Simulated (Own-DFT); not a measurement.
# A pressure from energies alone: alpha-quartz SiO2, 70 atoms (O46Si24), with two O vacancies

All values are computed. Each geometry was run twice at fixed positions with Own-DFT, a retired in-house plane-wave program that no person has reviewed: with PBE, and with HSE06 (exact exchange share 0.25 at short range, screening 0.11 per bohr, Gygi-Baldereschi treatment of its divergence). Both used PseudoDojo norm-conserving files made for PBE, a cutoff of 48 hartree, the Gamma point alone, fixed occupations, a neutral cell and no spin. With Gamma alone and a thickness of 8.5 Å, finite-size errors remain in every number. The oxygen file's force components were 24 meV/Å off all-electron values in a glass.

Unstrained cell vectors in Å: (9.827, 0.000, 0.000); (-4.913, 8.510, 0.000); (0.000, 0.000, 10.810), volume V0 = 904.1 Å³, from measured lattice constants. Each geometry has its own random strain of a few per cent, its own defect sites and random moves of rms u per axis. HSE06 gave the energy alone. D is its energy less that of PBE, over the lowest D shown. The PBE stress wasn't checked against mesh or cutoff.

```
run  V - V0 (Å³)   u (Å)  P with PBE (GPa)  D (eV)
  1         12.4  0.0284              4.87   1.303
  2        -10.7  0.0314             11.32   0.722
  3          5.4  0.0310              5.78   1.261
  4         12.6  0.0302              4.96   1.330
  5          8.9  0.0271              4.04   1.384
  6         13.1  0.0310              4.07   1.453
  7         14.4  0.0319              5.22   1.351
  8         -6.4  0.0287              9.12   0.811
  9         -1.9  0.0304              8.08   0.969
 10         -3.7  0.0300              7.73   0.953
 11        -40.0  0.0311             16.89   0.000
 12          7.2  0.0264              6.18   1.241
 13         -7.6  0.0298              9.33   0.808
 14        -30.1  0.0303             14.76       ?
```

## Fit

D = 1.04 + 0.0266 (V - V0) eV, with an error of 0.0012 on the volume slope and a scatter of 0.06 eV. Pressure is -dE/dV, and 1 eV/Å³ is 160.2 GPa, so HSE06 changes the pressure by -4.3 ± 0.2 GPa. Turning this into a change of volume would need the relaxed stiffness: quartz yields by tilting its tetrahedra, which these fixed-ion runs don't allow.

## Prediction

The question: what D should run 14 give?

The fit gives 0.24 eV, with rows scattering by 0.06. The hidden result is 0.253 eV.
